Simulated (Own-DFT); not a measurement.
# How strain changes the stress of zincblende GaAs, 64 atoms (As32Ga32)

No measurement is shown. These are fixed-geometry runs of a retired plane-wave code named Own-DFT, which no person has reviewed; spin and spin-orbit coupling are neglected.

All runs used: PBE; PseudoDojo norm-conserving scalar-relativistic files; cutoff 42 hartree; 3 x 3 x 3 k mesh centred on Gamma; Fermi-Dirac smearing of 0.1 eV.

Limits: forces not confirmed at this smearing and k mesh; stress not checked against mesh or cutoff.

Unstrained cell vectors in Å: (11.307, 0.000, 0.000); (0.000, 11.307, 0.000); (0.000, 0.000, 11.307). The unstrained cell has measured lattice constants (interpolated for alloys), not those of this functional. That, the random moves and any unrelaxed bonds set the pressure at no strain. A uniform strain is put on this cell, atoms riding along. All atoms carry random offsets, Gaussian with a width of 0.05 Å per axis. Strains are tensor components in per cent; tension counts as positive stress, and P is minus the mean normal stress.

| run | e_xx (%) | e_yy (%) | e_zz (%) | e_yz (%) | e_xz (%) | e_xy (%) | s_xx (GPa) | s_yy (GPa) | s_zz (GPa) | s_yz (GPa) | s_xz (GPa) | s_xy (GPa) | P (GPa) | E (meV/atom) |
|---|---|---|---|---|---|---|---|---|---|---|---|---|---|---|
| 1 | -0.74 | -1.98 | 0.60 | -1.88 | -0.12 | 1.92 | -6.44 | -7.00 | -5.53 | -3.18 | 0.18 | 3.73 | 6.33 | 59.7 |
| 2 | -0.16 | 1.82 | 1.21 | -1.23 | 1.77 | 1.87 | -2.77 | -1.56 | -1.97 | -1.58 | 2.07 | 2.30 | 2.10 | 16.5 |
| 3 | -1.30 | -1.21 | 0.77 | -0.50 | 0.71 | 1.56 | -6.01 | -5.83 | -4.69 | -0.53 | 1.83 | 2.72 | 5.51 | 29.9 |
| 4 | -1.59 | -0.97 | -0.68 | -1.90 | -1.48 | 1.26 | -7.17 | -6.88 | -6.75 | -2.91 | -2.38 | 1.45 | 6.94 | 49.1 |
| 5 | -1.85 | 1.39 | -0.20 | -0.63 | 1.43 | -0.71 | -5.51 | -3.71 | -4.72 | -0.92 | 2.30 | -0.72 | 4.65 | 25.7 |
| 6 | -0.24 | -0.08 | 0.66 | 1.29 | -1.36 | 0.70 | -3.84 | -3.81 | -3.38 | 1.72 | -1.88 | 0.79 | 3.68 | 9.0 |
| 7 | 1.65 | -1.60 | 1.11 | 1.46 | -0.82 | -1.63 | -2.78 | -4.42 | -2.92 | 1.97 | -0.85 | -2.73 | 3.37 | 20.8 |
| 8 | 0.58 | 1.38 | 0.34 | -1.83 | -1.68 | -0.62 | -2.74 | -2.34 | -2.93 | -3.08 | -2.70 | -1.01 | 2.67 | 21.0 |
| 9 | 1.60 | 1.84 | 0.03 | -1.70 | -0.91 | 1.62 | -1.44 | -1.32 | -2.23 | -2.37 | -1.13 | 2.38 | 1.66 | 0.0 |
| 10 | -0.43 | -0.26 | -1.14 | -1.32 | 1.46 | 0.52 | -5.88 | -5.63 | -6.10 | -2.27 | 3.10 | 1.09 | 5.87 | 44.7 |
| 11 | 1.46 | -1.21 | 0.38 | 1.30 | 0.85 | 0.03 | -2.80 | -4.40 | -3.50 | 2.35 | 0.75 | -0.35 | 3.56 | 13.1 |
| 12 | 0.35 | 0.17 | 0.58 | 0.01 | 1.45 | 1.23 | -3.24 | -3.33 | -3.11 | 0.13 | 1.76 | 2.24 | 3.23 | 8.7 |
| 13 | -1.67 | 0.92 | -0.36 | -0.90 | 1.42 | 1.74 | -5.62 | -4.19 | -4.90 | -1.37 | 2.09 | 2.28 | 4.90 | 22.7 |
| 14 | -1.00 | -0.57 | -1.93 | -0.67 | -0.69 | -0.21 | -6.99 | -6.77 | -7.47 | -0.76 | -0.78 | -0.96 | 7.08 | 45.4 |
| 15 | -0.93 | 1.80 | 0.55 | 1.85 | 0.50 | 0.73 | ? | ? | ? | ? | ? | ? | ? | ? |

The last column gives the free energy per atom over the lowest of the runs shown.

## Analysis

Each stress component was fitted by least squares to a constant and the strains of the runs shown, as fractions, with shears doubled. Shear strains stay in the fit of a normal stress only where such slopes are resolved. The slopes, in GPa:

| stress | at no strain | per e_xx | per e_yy | per e_zz | scatter |
|---|---|---|---|---|---|
| s_xx | -4.2 | 107 ± 4 | 69 ± 3 | 58 ± 5 | 0.14 |
| s_yy | -4.2 | 51 ± 2 | 122 ± 2 | 62 ± 3 | 0.08 |
| s_zz | -4.2 | 55 ± 2 | 65 ± 2 | 112 ± 3 | 0.09 |

Also, s_xx gains 10 ± 2 per 2 e_yz; s_yy gains 9 ± 1 per 2 e_yz; s_zz gains 10 ± 1 per 2 e_yz; s_zz gains 4 ± 1 per 2 e_xy.

The slope of each shear stress on twice its own strain, from a fit on all six strains: yz 80 ± 5, xz 75 ± 7, xy 71 ± 7 GPa. These are stiffnesses along x, y and z of the frame in which the cell vectors are given, which need not be the crystal's axes. These are clamped-ion slopes: internal relaxation, where symmetry allows it, would soften some. Symmetry asks for nearly equal slopes across the diagonal; the mismatch is a measure of noise. A ninth of the table's sum, 78 ± 3 GPa, estimates the bulk modulus near the mean pressure of these runs, 4.4 GPa, so it lies above the value at zero pressure.

## Test on the hidden row

Asked: what normal stresses and pressure should run 15 give?

From the fit: s_xx = -3.2, s_yy = -1.8, s_zz = -2.5 and P = 2.5 GPa. The hidden result is -3.78, -2.29, -3.09 and P = 3.06 GPa. This run lies off the fit, by chance or by something that the fit leaves out.
